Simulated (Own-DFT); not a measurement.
# What random displacements cost in beta-Si3N4, 112 atoms (N64Si48)

All numbers below are calculated, not measured. The program, named Own-DFT, is a retired in-house plane-wave density functional code that no person has reviewed. Each row is one single-point run on a periodic cell that was not relaxed, without spin or spin-orbit coupling.

Settings of every run: PBE; PseudoDojo norm-conserving scalar-relativistic files; cutoff 42 hartree; 2 x 2 x 4 k mesh centred on Gamma; Fermi-Dirac smearing of 0.1 eV.

Known limits, some of them of some rows only: some atoms lie very close together; forces on such cells moved up to 12 meV/angstrom on a denser k mesh; stress not checked against mesh or cutoff.

Cell vectors in Å: (15.212, 0.000, 0.000); (-7.606, 13.174, 0.000); (0.000, 0.000, 5.818). In each run every atom was moved at random and independently from its ideal site; u is the rms move along one axis. E is the free energy for each atom above the fitted value at u = 0, and F the rms of the force components.

| run | u (Å) | E (meV/atom) | F (eV/Å) | largest force (eV/Å) | P (GPa) |
|---|---|---|---|---|---|
| 1 | 0.0191 | 17.6 | 0.836 | 3.72 | 5.44 |
| 2 | 0.0195 | 17.7 | 0.826 | 3.10 | 5.50 |
| 3 | 0.0448 | 100.4 | 1.890 | 10.75 | 7.82 |
| 4 | 0.0502 | 117.6 | 2.108 | 9.37 | 8.30 |
| 5 | 0.0512 | 116.0 | 1.981 | 7.76 | 7.80 |
| 6 | 0.0961 | ? | ? | ? | ? |
| 7 | 0.1030 | 475.0 | 4.314 | 17.71 | 17.62 |
| 8 | 0.1050 | 556.7 | 5.755 | 43.53 | 20.42 |
| 9 | 0.1444 | 1075.3 | 8.782 | 41.12 | 36.27 |

## Worked fit

For small independent moves the energy grows as E = (3/2) K u², with K the mean stiffness felt by one atom. The runs with u up to 0.11 Å give K = 31.5 ± 0.9 eV/Å², with residuals divided by u² + 0.0006 Å², since the noise grows with the moves. The scatter is 7.1 meV/atom at u = 0.05 Å. The forces follow F = G u with G = 43.9 eV/Å²; no force at u = 0 is resolved. G exceeds K because the moves of its neighbours add to the force on an atom, and stiffness differs between atoms. At u = 0.144 Å the parabola gives 986 meV/atom and the run 1075. The pressure follows P = 4.91 + 1304 u² GPa: at fixed volume, shortened bonds push harder than stretched ones pull.

## Withheld run

Question: what energy and rms force should run 6 give?

The fit gives 437 ± 26 meV/atom and about 4.22 eV/Å. The calculation gave 486.4 meV/atom and 5.083 eV/Å.
